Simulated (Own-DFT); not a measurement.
# How strain changes the stress of wurtzite GaN, 72 atoms (Ga36N36)

Calculated results; nothing here was measured. The program, named Own-DFT, is a retired in-house plane-wave density functional code that no person has reviewed. Each row is one single-point run on a periodic cell that was not relaxed, without spin or spin-orbit coupling.

Settings of every run: PBE; PseudoDojo norm-conserving scalar-relativistic files; cutoff 42 hartree; 4 x 4 x 3 k mesh centred on Gamma; Fermi-Dirac smearing of 0.1 eV.

Known limits: forces not confirmed at this smearing and k mesh; stress not checked against mesh or cutoff.

Unstrained cell vectors in Å: (9.567, 0.000, 0.000); (-4.784, 8.285, 0.000); (0.000, 0.000, 10.370). The unstrained cell has measured lattice constants (interpolated for alloys), not those of this functional. That, the random moves and any unrelaxed bonds set the pressure at no strain. Each run strains this cell uniformly, with the atoms carried along. Every atom was also moved at random, by a Gaussian of width 0.05 Å on each axis. Strain is the symmetric tensor, in per cent. Stress is positive in tension, and the pressure is minus a third of its trace.

```
run,e_xx (%),e_yy (%),e_zz (%),s_xx (GPa),s_yy (GPa),s_zz (GPa),P (GPa),E (meV/atom)
1,-1.75,-1.75,0.00,-16.95,-18.36,-10.30,15.20,37.8
2,-1.00,-1.00,0.00,-12.62,-12.53,-10.57,11.90,31.2
3,3.00,3.00,0.00,6.79,5.66,-5.65,-2.27,24.9
4,-2.50,-2.50,0.00,-23.22,-21.84,-11.29,18.78,55.5
5,2.25,2.25,0.00,3.48,3.49,-4.86,-0.70,0.0
6,0.50,0.50,0.00,-4.22,-4.45,-7.13,5.27,0.6
7,0.25,0.25,0.00,-5.35,-7.68,-7.61,6.88,22.0
8,2.75,2.75,0.00,4.42,4.39,-2.99,-1.94,18.5
9,1.25,1.25,0.00,?,?,?,?,?
```

E is the free energy for each atom above the lowest run shown.

## Worked fit

The change of volume is close to e_xx + e_yy + e_zz. A straight line through the runs shown gives P = 8.39 - 191 x (fractional change of volume) GPa, with an error of 7 on the slope and a scatter of 0.82 GPa. The strain isn't the same on all axes and the cell isn't cubic, so the slope belongs to this path and is not the bulk modulus.

## Withheld run

Question: what pressure should run 9 give? Its volume changes by 2.52 %.

The line gives 3.6 GPa. The calculation gave 2.83 GPa.
